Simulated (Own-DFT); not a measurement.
# Strain and stress in C40 NbSi2, 36 atoms (Nb12Si24)

These are calculations, not measurements. The program, named Own-DFT, is a retired in-house plane-wave density functional code that no person has reviewed. Each row is one single-point run on a periodic cell that was not relaxed, without spin or spin-orbit coupling.

Settings of every run: PBE; PseudoDojo norm-conserving scalar-relativistic files; cutoff 42 hartree; 4 x 4 x 5 k mesh centred on Gamma; cold (Marzari-Vanderbilt) smearing of 0.2 eV.

Known limits: forces on such cells failed a check on a denser k mesh; stress not checked against mesh or cutoff.

Unstrained cell vectors in Å: (0.000, 8.324, 0.000); (-9.613, 0.000, 0.000); (0.000, 0.000, 6.586). The unstrained cell was taken from the Materials Project. The random moves and any unrelaxed bonds add to the pressure at no strain. Each run strains this cell uniformly, with the atoms carried along. Every atom was also moved at random, by a Gaussian of width 0.05 Å on each axis. Strain is the symmetric tensor, in per cent. Stress is positive in tension, and the pressure is minus a third of its trace.

```
run  e_xx (%)  e_yy (%)  e_zz (%)  e_yz (%)  e_xz (%)  e_xy (%)  s_xx (GPa)  s_yy (GPa)  s_zz (GPa)  s_yz (GPa)  s_xz (GPa)  s_xy (GPa)  P (GPa)  E (meV/atom)
  1     -1.65     -1.15      0.39      1.48      1.27     -0.59       -9.56       -7.29       -4.23        4.55        4.33       -1.98     7.03          12.9
  2     -0.08      0.78      1.44     -1.89      1.71      1.59       -1.23        1.19        2.64       -5.85        4.38        4.35    -0.86          17.1
  3     -1.01      1.20     -1.70      0.05     -0.08      1.02       -7.32        0.18      -11.17        0.67        0.11        3.18     6.10           7.1
  4      1.04     -1.86      1.55      1.59      1.25      0.86        1.78       -8.20        2.12        4.38        2.76        2.54     1.43          16.6
  5     -0.03      0.66     -0.05      1.83     -1.67     -1.25       -2.38        0.20       -3.96        5.24       -4.85       -3.22     2.05          13.5
  6     -0.88     -0.60      1.91      1.63     -1.83      0.96       -4.64       -4.09        2.51        5.47       -4.96        3.01     2.07          26.0
  7      0.18      0.06      1.88     -0.26      1.79     -0.22       -0.62       -0.09        4.33       -0.89        5.08       -0.74    -1.21           5.3
  8     -1.74      0.29      1.55      1.88     -0.64      1.80       -8.08       -1.30        1.47        5.41       -2.41        5.47     2.64          22.7
  9     -0.20      0.06      1.35      0.55      1.79     -0.10       -1.88       -1.59        1.69        1.42        5.70       -0.30     0.59           8.4
 10      0.94      1.29     -1.69     -1.81      0.32     -1.79       -0.94        1.94      -10.41       -6.13        1.78       -5.31     3.14          28.8
 11     -1.86      0.88     -0.11      0.44      1.87      0.00       -8.56       -0.18       -4.98        1.38        5.92       -0.06     4.57           0.0
 12      1.39      0.69      1.44     -1.40      1.67     -1.56        3.00        1.76        4.02       -3.94        4.23       -4.02    -2.93          16.5
 13     -0.99      1.29     -0.55     -0.18     -0.88     -1.72       -5.70        0.44       -5.55       -0.69       -2.89       -5.28     3.60           8.0
 14     -1.09      1.00     -0.14      1.65      0.85      1.99       -6.37        0.35       -4.05        4.78        2.07        5.80     3.36           9.9
 15     -0.80      1.46     -1.74     -1.31      0.02     -0.61       -6.44        1.19      -12.35       -3.48       -0.35       -2.00     5.87          29.5
 16     -1.63     -1.33      1.90      1.01      0.48     -1.22           ?           ?           ?           ?           ?           ?        ?             ?
```

E is the free energy for each atom above the lowest run shown.

## Worked fit

Each stress component was fitted by least squares to a constant and the strains of the runs shown, as fractions, with shears doubled. Shear strains stay in the fit of a normal stress only where such slopes are resolved. The slopes, in GPa:

| stress | at no strain | per e_xx | per e_yy | per e_zz | scatter |
|---|---|---|---|---|---|
| s_xx | -2.9 | 351 ± 13 | 50 ± 18 | 88 ± 13 | 0.50 |
| s_yy | -2.5 | 58 ± 11 | 375 ± 15 | 72 ± 11 | 0.42 |
| s_zz | -4.2 | 65 ± 15 | 81 ± 20 | 446 ± 14 | 0.55 |

Each shear stress against twice its own strain: yz 143 ± 7, xz 147 ± 8, xy 146 ± 3 GPa. These are stiffnesses along x, y and z of the frame in which the cell vectors are given, which need not be the crystal's axes. The atoms are held to the strained lattice; where symmetry lets them move under strain, relaxing them would lower some slopes. The table should be nearly symmetric about its diagonal, and what it lacks of that shows the noise. A ninth of its sum, 176 ± 8 GPa, estimates the bulk modulus near the mean pressure of these runs, 2.5 GPa, so it lies above the value at zero pressure.

## Withheld run

Question: what normal stresses and pressure should run 16 give?

The fit gives s_xx = -7.6, s_yy = -7.1, s_zz = 2.2 and P = 4.2 GPa. The calculation gave -8.67, -7.18, 2.12 and P = 4.58 GPa.
